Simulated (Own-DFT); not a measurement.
# Which defects push the lattice out? zincblende GaAs

Calculated, not measured: single-point runs of Own-DFT, a retired in-house plane-wave DFT program that no person has reviewed, on unrelaxed cells, without spin or spin-orbit coupling.

Settings: PBE; PseudoDojo norm-conserving scalar-relativistic files; cutoff 42 hartree; 3 x 3 x 3 k mesh centred on Gamma; Fermi-Dirac smearing of 0.1 eV.

Known weak points (not all hold for every row): not probed for a lower state with spin; forces not confirmed at this smearing and k mesh; stress not checked against mesh or cutoff.

All runs share one cell, with vectors in Å (11.737, 0.000, 0.000); (0.000, 11.737, 0.000); (0.000, 0.000, 10.833) and a volume of 1492.4 Å³, strained against the parent crystal. Atoms were moved at random from their sites; u is the rms move along one axis. The defect's site can differ from row to row.

```
                             cell     formula   u (Å)  P (GPa)
                        no defect    As32Ga32  0.0280     1.21
                        no defect    As32Ga32  0.0295     1.25
                        no defect    As32Ga32  0.0497     1.49
              one Al on a Ga site  AlAs32Ga31  0.0287     1.22
              one Al on a Ga site  AlAs32Ga31  0.0301     1.24
              one Al on a Ga site  AlAs32Ga31  0.0492        ?
              one Al on a Ga site  AlAs32Ga31  0.0497     1.53
one As vacancy and one Ga vacancy    As31Ga31  0.0291     0.93
one As vacancy and one Ga vacancy    As31Ga31  0.0294     0.90
one As vacancy and one Ga vacancy    As31Ga31  0.0486     1.14
```

## Working it out

P = P0 + c u² + a shift for each defect gives P0 = 1.09 GPa, c = 165 ± 10 GPa/Å² and a scatter of 0.02 GPa. The shifts, and each times the cell's volume:

- one Al on a Ga site: 0.01 ± 0.02 GPa, 0.1 eV (not resolved)
- one As vacancy and one Ga vacancy: -0.33 ± 0.02 GPa, -3.0 eV

Against the defect-free cell, a freed cell would be larger where the shift is positive and smaller where it is negative (160.2 GPa Å³ is 1 eV). The atoms around the defects weren't relaxed, which would change these numbers.

## Check

Question: what pressure belongs in the blank (one Al on a Ga site, u = 0.0492 Å)?

The fitted form gives 1.50 ± 0.03 GPa. Computed: 1.53 GPa.
